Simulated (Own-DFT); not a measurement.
## Calculated data, GaP (zincblende, strongly disordered by large displacements)

Computed with Own-DFT development build. A calculation, not a measurement: plane-wave PBE density functional theory by an unreviewed code, no spin, of a simulated periodic cell, stress positive in tension, free energy of the whole cell less one offset for each atom, forces on such cells passed a denser k mesh, this cell's mesh not checked; broken bonds can close the gap or carry spin, so checks made on this kind of crystal may not hold here; offsets are fitted by least squares, one for each functional and potential file, so energies compare only between cells with the same atoms and settings and are not formation energies; the far tail of each file's local potential was reset to the Coulomb form; each entry is a single point on an unrelaxed cell, so the pressure reflects the starting lattice, mostly measured values (interpolated for alloys), from which strain is counted, and rises with the displacements; printed positions are rounded, which can move forces by about a meV/angstrom; the program, named Own-DFT, is a retired in-house code; no spin-orbit coupling.

Common to all runs: functional PBE; potential files PseudoDojo norm-conserving, scalar-relativistic, standard set; wave cutoff 42 hartree; occupations Fermi-Dirac; smearing width 0.1 eV; hardware one NVIDIA H100; k mesh 3 x 3 x 3 centred on Gamma.

(1) GaP (zincblende, strongly disordered by large displacements)

```
cell vectors (Å)
  10.9010     0.0000     0.0000
   0.0000    10.9010     0.0000
   0.0000     0.0000    10.9010
atoms (fractions of the cell vectors)
Ga  0.96777  0.99040  0.99389
Ga  0.95904  0.28817  0.23062
Ga  0.23856  0.05172  0.28575
Ga  0.23348  0.25350  0.02187
P   0.12453  0.12323  0.13125
P   0.12786  0.38142  0.38647
P   0.38290  0.14230  0.38958
P   0.37972  0.35313  0.10683
Ga  0.96557  0.00341  0.49644
Ga  0.00128  0.24895  0.76402
Ga  0.26376  0.98125  0.74060
Ga  0.25025  0.24012  0.48660
P   0.15621  0.15452  0.60914
P   0.09966  0.34890  0.87549
P   0.37434  0.10521  0.90887
P   0.37053  0.39808  0.63495
Ga  0.99733  0.50066  0.99700
Ga  0.98363  0.77040  0.22515
Ga  0.23579  0.50669  0.25426
Ga  0.22874  0.76373  0.99410
P   0.15349  0.63044  0.11316
P   0.12351  0.87465  0.38028
P   0.36046  0.61200  0.41471
P   0.40012  0.87175  0.14390
Ga  0.99724  0.51028  0.49541
Ga  0.03764  0.75821  0.76153
Ga  0.24508  0.49064  0.76221
Ga  0.23922  0.75387  0.46434
P   0.14789  0.61232  0.60510
P   0.10969  0.84607  0.89672
P   0.40200  0.62919  0.85728
P   0.34654  0.87146  0.62979
Ga  0.49653  0.99213  0.00931
Ga  0.49270  0.28579  0.23789
Ga  0.74134  0.00128  0.20706
Ga  0.75099  0.23191  0.01489
P   0.61097  0.14823  0.11915
P   0.62653  0.39314  0.37208
P   0.88554  0.12381  0.39855
P   0.87474  0.37540  0.10527
Ga  0.47247  0.99464  0.51431
Ga  0.48931  0.24641  0.75797
Ga  0.72385  0.00642  0.77291
Ga  0.74221  0.22740  0.47330
P   0.60882  0.12013  0.61277
P   0.61633  0.39149  0.88366
P   0.89673  0.13414  0.85994
P   0.87469  0.39107  0.63488
Ga  0.49979  0.50930  0.96341
Ga  0.47619  0.74345  0.23846
Ga  0.75361  0.52816  0.25189
Ga  0.71773  0.75998  0.00261
P   0.61410  0.62671  0.13446
P   0.62094  0.89100  0.39574
P   0.86178  0.58716  0.37841
P   0.85153  0.84971  0.08840
Ga  0.51647  0.50940  0.46698
Ga  0.52552  0.77131  0.74507
Ga  0.75077  0.50959  0.77537
Ga  0.74497  0.73984  0.51601
P   0.61126  0.63135  0.64839
P   0.64186  0.88716  0.90781
P   0.85461  0.61071  0.89512
P   0.88056  0.87198  0.62580
```

The calculation gives: free energy of cell above offsets 5.270 eV; pressure 11.85 GPa; stress xx -11.87 GPa; stress yy -11.97 GPa; stress zz -11.72 GPa; stress yz 2.58 GPa; stress xz -3.1 GPa; stress xy 3.06 GPa; wall time 569 s.

Force:
```
element  x (eV/Å)  y (eV/Å)  z (eV/Å)
     Ga     2.281     0.759    -0.004
     Ga     6.214    -5.336      7.36
     Ga    -0.582    -2.674    -0.951
     Ga     -0.59    -1.191    -2.047
      P    -2.889    -0.519     0.225
      P    -1.437    -0.451     -1.91
      P     3.251    -0.351    -1.966
      P    -1.759     4.881    -1.678
     Ga     5.487    -4.926     4.398
     Ga    -0.196     0.316    -8.587
     Ga    -3.875     6.186     5.355
     Ga     2.291     6.188    -1.977
      P    -5.696     -5.48     6.684
      P     5.402     5.413      4.43
      P    -2.167     1.779    -3.339
      P      1.66    -2.527    -1.573
     Ga     1.541     0.513    -0.152
     Ga     1.797    -1.783     1.742
     Ga     1.519    -0.973     0.545
     Ga     8.751    -2.562     3.443
      P    -3.383    -1.561       1.3
      P    -3.357     3.592    -2.822
      P      0.43    -0.023    -4.276
      P    -5.723     5.149    -3.636
     Ga     1.464     -1.61       2.2
     Ga     -4.16    -4.699    -7.074
     Ga    -0.537     0.518     0.353
     Ga     0.993    -0.689     3.759
      P    -1.453      1.48     1.827
      P    -1.986     8.959     0.054
      P    -4.212     2.969    -1.012
      P     4.413    -5.355    -4.486
     Ga     0.898    -0.321     1.394
     Ga     2.189    -2.039      3.74
     Ga    -0.329     -0.27     2.504
     Ga      1.32     2.057    -3.131
      P    -0.806    -2.047     1.466
      P     2.395    -3.562    -2.548
      P    -2.207     4.718    -8.069
      P    -5.079     4.229    -3.534
     Ga     0.642    -0.229    -0.457
     Ga    -0.214      0.54    -0.176
     Ga     2.411     1.419    -3.055
     Ga    -1.874     2.382     2.645
      P     0.396     0.609     2.015
      P     3.396    -5.383    -1.953
      P    -5.438    -4.078      3.14
      P    -0.522    -1.255    -0.247
     Ga    -1.031     0.341     5.405
     Ga     3.398    -4.697     5.678
     Ga    -3.836    -3.526    -5.385
     Ga     0.157    -9.482     1.419
      P    -0.415    -0.414    -1.133
      P     0.245    -1.275    -1.578
      P     3.346     6.052     3.401
      P     3.418     3.716     3.865
     Ga    -1.348     1.513     5.142
     Ga    -2.449     2.282     1.538
     Ga    -1.695    -2.129    -3.442
     Ga    -0.051     0.445    -0.567
      P     2.508    -2.597    -2.888
      P    -4.698     3.829    -4.897
      P     2.357     3.887     1.402
      P    -0.574     -0.71     2.121
```

(2) GaP (zincblende, strongly disordered by large displacements)

```
cell vectors (Å)
  10.9010     0.0000     0.0000
   0.0000    10.9010     0.0000
   0.0000     0.0000    10.9010
atoms (fractions of the cell vectors)
Ga  0.01305  0.00349  0.01066
Ga  0.01930  0.26255  0.20005
Ga  0.27562  0.08506  0.24666
Ga  0.17635  0.22257  0.97645
P   0.10738  0.10128  0.17470
P   0.09253  0.36938  0.33205
P   0.35821  0.18257  0.38367
P   0.31809  0.34190  0.14882
Ga  0.02948  0.94811  0.54919
Ga  0.95293  0.25087  0.74687
Ga  0.23542  0.01404  0.79044
Ga  0.24719  0.27550  0.50095
P   0.15311  0.18842  0.63534
P   0.16981  0.40166  0.92180
P   0.38795  0.04861  0.89361
P   0.39134  0.40070  0.66843
Ga  0.04115  0.54109  0.95581
Ga  0.00486  0.76143  0.26964
Ga  0.22419  0.46565  0.24701
Ga  0.29165  0.76762  0.01494
P   0.12907  0.59574  0.15887
P   0.10074  0.85514  0.40345
P   0.26038  0.68931  0.33546
P   0.37764  0.96429  0.10408
Ga  0.98246  0.53683  0.50538
Ga  0.95973  0.79597  0.78994
Ga  0.21392  0.44340  0.71087
Ga  0.26352  0.73329  0.51413
P   0.10532  0.60136  0.63124
P   0.11859  0.84436  0.87475
P   0.33819  0.62414  0.87215
P   0.34845  0.86630  0.60885
Ga  0.53132  0.98116  0.98804
Ga  0.48130  0.24905  0.23147
Ga  0.81900  0.98225  0.26865
Ga  0.73736  0.25614  0.02069
P   0.59737  0.14507  0.12746
P   0.60907  0.36482  0.37216
P   0.90494  0.15645  0.39788
P   0.91492  0.40036  0.12781
Ga  0.46505  0.02824  0.50157
Ga  0.52927  0.27890  0.69294
Ga  0.72978  0.03943  0.78465
Ga  0.70668  0.21481  0.49590
P   0.56266  0.10708  0.63698
P   0.60269  0.35181  0.87306
P   0.89305  0.15849  0.93879
P   0.86897  0.41359  0.66695
Ga  0.54844  0.50152  0.97179
Ga  0.49044  0.78959  0.22873
Ga  0.71371  0.50772  0.30376
Ga  0.74618  0.78483  0.07580
P   0.63441  0.63252  0.11180
P   0.59018  0.91706  0.37971
P   0.90813  0.63381  0.36690
P   0.90088  0.87974  0.13490
Ga  0.51450  0.52211  0.50498
Ga  0.50929  0.73049  0.75784
Ga  0.69915  0.46775  0.72465
Ga  0.78377  0.72747  0.48780
P   0.61499  0.63565  0.63562
P   0.65704  0.87475  0.89569
P   0.85883  0.66463  0.87465
P   0.87103  0.85096  0.61670
```

The calculation gives: free energy of cell above offsets 24.846 eV; pressure 15.04 GPa; stress xx -16.48 GPa; stress yy -14.66 GPa; stress zz -13.98 GPa; stress yz -2.57 GPa; stress xz -0.06 GPa; stress xy 1.51 GPa; wall time 581.4 s.

Force:
```
element  x (eV/Å)  y (eV/Å)  z (eV/Å)
     Ga      1.33    -0.937    -1.179
     Ga    -2.665    -1.818    -0.434
     Ga     1.909    -2.516    -0.744
     Ga     0.755    -4.207     1.348
      P    -2.563    -3.376    -3.048
      P    -1.456     0.763     8.867
      P     4.499    -1.727     1.411
      P      2.87    -2.704    -3.943
     Ga    -0.433     4.097     1.773
     Ga     1.343    -1.179     0.234
     Ga     -3.21    -1.155    -3.198
     Ga    -1.065     4.864    -0.941
      P     -3.66    -3.818     4.816
      P     1.731     2.127    -2.554
      P    -1.329      3.69    -0.147
      P     0.599     2.035    -3.492
     Ga    -3.433     2.135      1.05
     Ga     1.433      0.06    -4.438
     Ga     4.147     2.601     2.859
     Ga    -1.049     0.192     0.976
      P    -2.856     5.901    -3.722
      P     4.393     0.627    -1.472
      P     1.909    -1.564    -5.445
      P    -2.764    -2.132     1.205
     Ga     0.207    -5.043     0.965
     Ga    -0.926     0.482    -2.921
     Ga    -3.636     0.539     1.558
     Ga    -2.667     -2.85     2.887
      P     3.204     2.279      2.27
      P     3.492     2.931     2.278
      P     2.494    -0.572    -0.254
      P     2.902         4     3.636
     Ga     4.014     1.279     2.482
     Ga    -0.735     2.834     1.362
     Ga    -2.922     4.176     4.705
     Ga    -0.322     1.852     1.082
      P     3.418     -3.03    -1.825
      P    -1.967    -1.719     1.742
      P        -1    -1.403    -0.286
      P    -3.666     2.937    -2.211
     Ga    -3.676    -2.627    -3.189
     Ga     0.819     1.503     1.682
     Ga     1.161     0.055    -0.781
     Ga     1.529    -0.302    -0.349
      P     4.575    -1.968     2.623
      P     1.866    -2.991    -0.333
      P     0.551    -0.495    -2.485
      P     2.816    -0.336    -2.625
     Ga    -3.135     3.529     1.318
     Ga    -0.645    -0.454     0.772
     Ga     3.224     3.083     -2.71
     Ga    -0.116    -0.303    -3.262
      P    -1.782    -1.958     2.786
      P     2.433    -1.786     -1.51
      P      -5.4    -2.445    -2.603
      P     2.466    -1.244    -1.661
     Ga     -2.12    -1.535    -1.047
     Ga    -3.645      2.92     3.132
     Ga    -2.288     1.232      1.38
     Ga    -3.354     0.704     0.709
      P     4.241    -0.592    -2.694
      P     1.519    -3.038    -1.644
      P    -1.964    -4.063      3.13
      P      -1.4     2.461     2.108
```

(3) GaP (zincblende, strongly disordered by large displacements)

```
cell vectors (Å)
  10.9010     0.0000     0.0000
   0.0000    10.9010     0.0000
   0.0000     0.0000    10.9010
atoms (fractions of the cell vectors)
Ga  0.00000  0.99837  0.98695
Ga  0.99497  0.24680  0.24099
Ga  0.27689  0.02118  0.25175
Ga  0.24621  0.28383  0.00666
P   0.16269  0.13813  0.15934
P   0.16040  0.38415  0.38336
P   0.37915  0.11315  0.39780
P   0.36023  0.38817  0.14215
Ga  0.97916  0.01223  0.50297
Ga  0.99944  0.28498  0.74345
Ga  0.28152  0.01105  0.74595
Ga  0.26829  0.23163  0.52379
P   0.09460  0.13724  0.63409
P   0.08836  0.39564  0.88856
P   0.36438  0.11847  0.85554
P   0.39678  0.40420  0.63088
Ga  0.96000  0.53114  0.01554
Ga  0.97338  0.75619  0.25573
Ga  0.23901  0.49379  0.22958
Ga  0.26111  0.76527  0.98996
P   0.10071  0.64293  0.13930
P   0.12709  0.88598  0.38071
P   0.34804  0.61092  0.39526
P   0.39315  0.87427  0.12280
Ga  0.97679  0.48881  0.50137
Ga  0.99056  0.74061  0.69571
Ga  0.24369  0.51113  0.73645
Ga  0.22847  0.75301  0.50807
P   0.11243  0.64795  0.58944
P   0.12522  0.88721  0.88832
P   0.37019  0.62858  0.87125
P   0.40615  0.85243  0.60873
Ga  0.45222  0.00334  0.00647
Ga  0.51249  0.24675  0.22849
Ga  0.72370  0.99258  0.28077
Ga  0.74034  0.26365  0.99620
P   0.63164  0.12271  0.19040
P   0.64994  0.38425  0.37903
P   0.89072  0.12358  0.38076
P   0.87201  0.38878  0.12323
Ga  0.51017  0.00298  0.48485
Ga  0.51712  0.28740  0.77064
Ga  0.77905  0.98745  0.75139
Ga  0.73033  0.24712  0.49465
P   0.63573  0.13696  0.62078
P   0.65411  0.36302  0.87547
P   0.88784  0.09570  0.87142
P   0.87269  0.36066  0.58883
Ga  0.49719  0.48833  0.93225
Ga  0.49269  0.73525  0.26430
Ga  0.75978  0.50361  0.23002
Ga  0.74924  0.75923  0.01196
P   0.62559  0.62945  0.13960
P   0.62947  0.86803  0.36229
P   0.86156  0.62546  0.37402
P   0.87148  0.89930  0.10871
Ga  0.51639  0.50405  0.50527
Ga  0.47900  0.75736  0.75166
Ga  0.77928  0.46054  0.77015
Ga  0.72511  0.76996  0.46997
P   0.60682  0.62079  0.64587
P   0.61743  0.85732  0.86967
P   0.86650  0.63763  0.87436
P   0.85359  0.87453  0.62095
```

The calculation gives: free energy of cell above offsets 1.804 eV; pressure 10.77 GPa; stress xx -9.92 GPa; stress yy -11.92 GPa; stress zz -10.45 GPa; stress yz 3.07 GPa; stress xz -1.11 GPa; stress xy 1.73 GPa; wall time 558.7 s.

Force:
```
element  x (eV/Å)  y (eV/Å)  z (eV/Å)
     Ga     2.311     0.106     3.601
     Ga     1.393     0.545     0.932
     Ga      0.46    -4.213     1.445
     Ga    -1.113    -1.723    -0.919
      P    -3.799     2.414    -4.128
      P    -2.622    -1.319     1.212
      P     0.066     2.464    -1.542
      P      5.69    -2.728    -3.788
     Ga     2.921     -2.97      2.07
     Ga    -0.584    -1.664     0.175
     Ga    -5.538    -5.923    -5.729
     Ga    -1.308     1.574     0.534
      P     2.953    -0.796     0.015
      P     2.096     0.881     0.186
      P     4.526     7.622     6.071
      P    -1.908    -2.934     1.044
     Ga     2.935      0.52    -0.376
     Ga     0.814     1.846     0.304
     Ga      -3.3     4.532     2.767
     Ga    -1.328     -0.51     1.559
      P     1.905    -0.871     -1.46
      P    -0.801     0.659     -0.72
      P     1.526     0.346    -1.597
      P    -2.402    -3.064     3.891
     Ga     3.675     3.127    -3.162
     Ga    -2.223     1.954     4.531
     Ga    -1.242     0.302     0.406
     Ga     5.797     4.823    -3.861
      P    -2.175    -8.031     2.977
      P     2.066    -1.601    -3.356
      P    -1.857     0.594    -0.464
      P    -3.529      3.27    -2.579
     Ga     3.843     2.571    -3.422
     Ga    -5.179     5.708     3.571
     Ga      8.27     2.322    -2.115
     Ga     4.249    -5.564     5.613
      P     1.712    -0.592    -7.237
      P    -2.479     1.265     -2.01
      P    -3.911     2.144      -2.8
      P     0.759    -3.808    -0.748
     Ga     1.998    -1.305     2.467
     Ga     -3.48    -3.699     -3.51
     Ga    -4.712     1.013     1.457
     Ga      2.01    -0.903    -1.656
      P    -1.682    -2.349      2.63
      P    -2.777     3.108    -0.535
      P    -1.696     5.935     -0.78
      P    -1.571    -1.183     4.301
     Ga     0.356     0.087      3.32
     Ga    -1.066    -0.558     0.186
     Ga    -1.861     1.047      2.83
     Ga    -1.172    -0.112    -0.549
      P    -0.513    -0.372    -2.151
      P    -8.663    -0.203    -1.048
      P    -0.228     0.103     0.568
      P    -0.871    -1.045      2.81
     Ga     0.354     0.701    -2.128
     Ga     2.433    -2.016     2.279
     Ga     1.874     3.594    -3.178
     Ga     4.895     -6.23     6.984
      P     2.277      0.48    -0.243
      P     0.436      2.23      0.86
      P    -0.363     0.181     -2.01
      P     1.351    -1.781    -3.796
```

(4) GaP (zincblende, strongly disordered by large displacements)

```
cell vectors (Å)
  10.9010     0.0000     0.0000
   0.0000    10.9010     0.0000
   0.0000     0.0000    10.9010
atoms (fractions of the cell vectors)
Ga  0.03157  0.97727  0.00582
Ga  0.04247  0.28426  0.21837
Ga  0.24540  0.00572  0.23456
Ga  0.26581  0.27834  0.99077
P   0.14911  0.13518  0.15007
P   0.12320  0.39507  0.37665
P   0.41495  0.08008  0.35492
P   0.40271  0.38213  0.11393
Ga  0.98949  0.97709  0.51349
Ga  0.04561  0.24577  0.76508
Ga  0.24040  0.01242  0.75022
Ga  0.26552  0.22371  0.53676
P   0.13673  0.10130  0.57984
P   0.12202  0.39999  0.84905
P   0.34552  0.10601  0.86692
P   0.32159  0.38312  0.63666
Ga  0.03180  0.53926  0.99562
Ga  0.94270  0.76049  0.22871
Ga  0.21325  0.47974  0.24193
Ga  0.26030  0.75358  0.02473
P   0.10450  0.72831  0.12354
P   0.16113  0.88396  0.34180
P   0.39181  0.62536  0.31514
P   0.44644  0.94293  0.12917
Ga  0.03215  0.43713  0.52611
Ga  0.99639  0.74421  0.69832
Ga  0.28187  0.55876  0.76598
Ga  0.24253  0.71527  0.49356
P   0.14976  0.61497  0.62422
P   0.14068  0.83602  0.86917
P   0.36805  0.62856  0.90955
P   0.33613  0.85313  0.63104
Ga  0.52559  0.01435  0.97350
Ga  0.53303  0.21049  0.23324
Ga  0.69566  0.98307  0.24508
Ga  0.79884  0.23681  0.03584
P   0.60907  0.12551  0.09224
P   0.64568  0.37320  0.37793
P   0.87967  0.16775  0.40508
P   0.88782  0.36902  0.12545
Ga  0.50250  0.99484  0.49092
Ga  0.53235  0.29112  0.77838
Ga  0.75713  0.98831  0.81321
Ga  0.77994  0.26277  0.53409
P   0.62167  0.14867  0.69154
P   0.62716  0.43817  0.85550
P   0.86229  0.07841  0.94924
P   0.86414  0.41009  0.59295
Ga  0.52300  0.46004  0.00415
Ga  0.51831  0.79761  0.25069
Ga  0.72947  0.50834  0.27224
Ga  0.72813  0.75216  0.97217
P   0.61745  0.63385  0.15851
P   0.65308  0.84933  0.36288
P   0.87042  0.57101  0.41303
P   0.86240  0.89471  0.13404
Ga  0.49457  0.46751  0.44966
Ga  0.54219  0.72103  0.77114
Ga  0.78013  0.44804  0.75360
Ga  0.73002  0.76734  0.54326
P   0.65556  0.61743  0.61681
P   0.63154  0.88939  0.89960
P   0.86485  0.59495  0.84737
P   0.85028  0.90460  0.60727
```

It finds free energy of cell above offsets 26.878 eV; pressure 15.59 GPa; stress xx -16.12 GPa; stress yy -15.3 GPa; stress zz -15.35 GPa; stress yz -0.52 GPa; stress xz 3.26 GPa; stress xy -3.22 GPa; wall time 555.9 s.

Force:
```
element  x (eV/Å)  y (eV/Å)  z (eV/Å)
     Ga     1.156    -0.386     0.581
     Ga    -1.282    -0.084     1.954
     Ga     5.647    -0.432    -0.135
     Ga    -0.659    -1.101    -0.617
      P    -1.969     2.339    -5.066
      P     1.746    -4.585    -1.029
      P    -3.138      4.03    -2.769
      P    -4.318    -3.495      4.55
     Ga     3.102     2.862    -5.025
     Ga    -2.105    -3.023    -1.833
     Ga     -2.57    -3.736    -3.179
     Ga     3.445      2.05    -3.286
      P    -3.413    -2.203      3.12
      P     2.419     2.367     2.427
      P     4.155     3.792     3.693
      P     3.349     1.458     0.275
     Ga    -0.935    -0.204     0.095
     Ga     0.726    -4.031     5.094
     Ga     3.879     3.936    -4.094
     Ga     3.622     1.733    -1.193
      P    -1.363    -2.889     1.462
      P    -3.956     -4.72     4.197
      P    -1.368    -0.293     1.809
      P     -4.77    -2.355     2.905
     Ga     2.178     3.407     3.258
     Ga    -0.815    -0.079     1.584
     Ga    -2.532    -3.047    -3.147
     Ga     2.937     2.634    -4.284
      P    -3.823    -2.152     0.586
      P    -1.348     2.009     -0.93
      P     5.256     0.748     3.326
      P     2.502     0.534    -0.208
     Ga    -6.016     2.674    -4.369
     Ga    -2.937     4.523     5.061
     Ga     3.019     4.712    -3.226
     Ga    -3.596    -1.259    -1.161
      P     6.621      1.92    -0.535
      P    -0.229    -5.587     0.171
      P     2.046    -3.636    -3.291
      P     0.911     5.491     1.676
     Ga     2.138    -3.195     5.194
     Ga     -4.39    -0.498    -0.555
     Ga     2.517     3.114    -5.851
     Ga    -5.587     -4.52     0.023
      P     2.483    -3.263    -3.178
      P     -0.28     0.341    -0.018
      P     2.534     0.014    -0.966
      P     0.145     3.079     0.935
     Ga     0.883     4.933     1.259
     Ga    -4.266    -3.317    -2.272
     Ga     2.568     1.153    -1.777
     Ga      3.83    -5.444     3.978
      P     0.143    -0.161    -3.345
      P     1.866    -1.111     7.205
      P     0.745     2.255      0.26
      P    -2.629     3.523    -3.312
     Ga    -3.317     2.322     1.804
     Ga     -1.69     0.396    -0.298
     Ga     1.173     0.281     0.219
     Ga     1.036     1.221    -3.337
      P    -3.029    -4.043      2.06
      P    -3.246    -4.781     -3.65
      P     2.214     4.509      2.08
      P    -1.414    -0.731     5.096
```
